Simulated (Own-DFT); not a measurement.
# Cleaving wurtzite GaN, m plane (10-10)

Everything here is calculated. The program is Own-DFT (plane waves, in-house, since retired, never reviewed by a person); positions were held fixed, and spin and spin-orbit coupling were off.

Known weak points (not all hold for every row): some atoms lie very close together; forces not confirmed at this smearing and k mesh; k mesh not checked against a denser one.

Both sets of runs: PBE; PseudoDojo norm-conserving scalar-relativistic files (stringent for Ga); cutoff 96 hartree; Gaussian smearing of 0.01 eV. The slab has 64 atoms in 16 layers, two equal faces of 33.07 Å² as cut, 15 Å of vacuum, a dipole correction along the normal and a 6 x 6 x 1 mesh. The bulk cell has 72 atoms, the same measured lattice constants and a 4 x 4 x 3 mesh. In the slab only the 16 atoms nearest the faces were moved at random; u is their rms move along one axis. Energies are counted from -3520.29 eV for each atom.

```
slab run   u (Å)  E (eV, cell)
       1  0.0451         8.786
       2  0.0451         8.397
       3  0.0470         8.698
       4  0.0474         8.519
       5  0.0503         8.425
       6  0.0932        10.202
       7  0.0945        10.952
       8  0.0960        10.024
       9  0.0982        11.965
      10  0.1113        12.021
      11  0.1153        11.048
      12  0.1164        14.812
```

```
bulk run   u (Å)  E (meV/atom)
       1  0.0185          1.12
       2  0.0210          3.53
       3  0.0216          3.61
       4  0.0458         54.01
       5  0.0506         58.54
       6  0.0507         62.27
       7  0.0519         68.17
       8  0.1047        294.32
       9  0.1050        297.44
      10  0.1103        322.54
```

Q: what is the energy of the unrelaxed surface?

## Answer

Take each set to u = 0 with E = a + b u². Residuals are scaled by 1/(u² + 0.0006 Å²) to tame the large moves. Slab: a = 7.82 ± 0.17 eV. Bulk: a = -8.7 ± 0.5 meV/atom. The excess is 7.82 - 64 x (-0.0087) = 8.38 ± 0.17 eV. Over two faces that is 127 meV/Å², or 2.03 ± 0.04 J/m². Relaxing the faces would lower the energy, and the unlike meshes and the reach from the smallest u down to zero add errors that aren't counted here.
